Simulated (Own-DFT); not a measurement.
# What a defect does to the pressure of its cell: C11b WSi2

The numbers are computed, not measured, by runs of the plane-wave DFT program Own-DFT (in-house, retired, unreviewed) at fixed positions, with no spin and no spin-orbit coupling.

Method: PBE; PseudoDojo norm-conserving scalar-relativistic files; cutoff 50 hartree; 5 x 5 x 5 k mesh centred on Gamma; cold (Marzari-Vanderbilt) smearing of 0.2 eV.

Caveats: forces on such cells failed a check on a denser k mesh; stress not checked against mesh or cutoff.

All runs share one cell, with vectors in Å (-2.148, -5.953, 3.409); (-6.444, 2.976, 1.136); (-2.553, -2.948, -6.757) and a volume of 403.2 Å³. The atoms are randomly displaced, by u rms on each axis. The defect's site can differ from row to row.

| cell | formula | u (Å) | P (GPa) |
|---|---|---|---|
| no defect | Si20W10 | 0.0196 | 4.64 |
| no defect | Si20W10 | 0.0471 | 5.95 |
| no defect | Si20W10 | 0.0503 | 5.38 |
| one W on a Si site | Si19W11 | 0.0311 | 9.79 |
| one W on a Si site | Si19W11 | 0.0336 | 9.83 |
| one W on a Si site | Si19W11 | 0.0461 | 10.76 |
| one W vacancy | Si20W9 | 0.0271 | 3.13 |
| one W vacancy | Si20W9 | 0.0448 | 3.89 |
| one W vacancy | Si20W9 | 0.0453 | 4.35 |
| one Si on a W site | Si21W9 | 0.0286 | 6.33 |
| one Si on a W site | Si21W9 | 0.0289 | ? |
| one Si on a W site | Si21W9 | 0.0484 | 6.81 |
| one Si on a W site | Si21W9 | 0.0516 | 7.96 |
| one Si vacancy | Si19W10 | 0.0256 | 2.91 |
| one Si vacancy | Si19W10 | 0.0306 | 3.49 |
| one Si vacancy | Si19W10 | 0.0461 | 4.54 |

## Worked fit

P = P0 + c u² + a shift for each defect gives P0 = 4.12 GPa, c = 705 ± 128 GPa/Å² and a scatter of 0.36 GPa. The shifts, and each times the cell's volume:

- one W on a Si site: 5.02 ± 0.29 GPa, 12.6 eV
- one Si on a W site: 1.55 ± 0.29 GPa, 3.9 eV
- one Si vacancy: -1.34 ± 0.30 GPa, -3.4 eV
- one W vacancy: -1.45 ± 0.29 GPa, -3.7 eV

Against the defect-free cell, a freed cell would be larger where the shift is positive and smaller where it is negative (160.2 GPa Å³ is 1 eV). The atoms around the defects weren't relaxed, which would change these numbers.

## Test on the hidden row

Asked: what pressure belongs in the blank (one Si on a W site, u = 0.0289 Å)?

The fitted form gives 6.26 ± 0.43 GPa. Computed: 5.98 GPa.
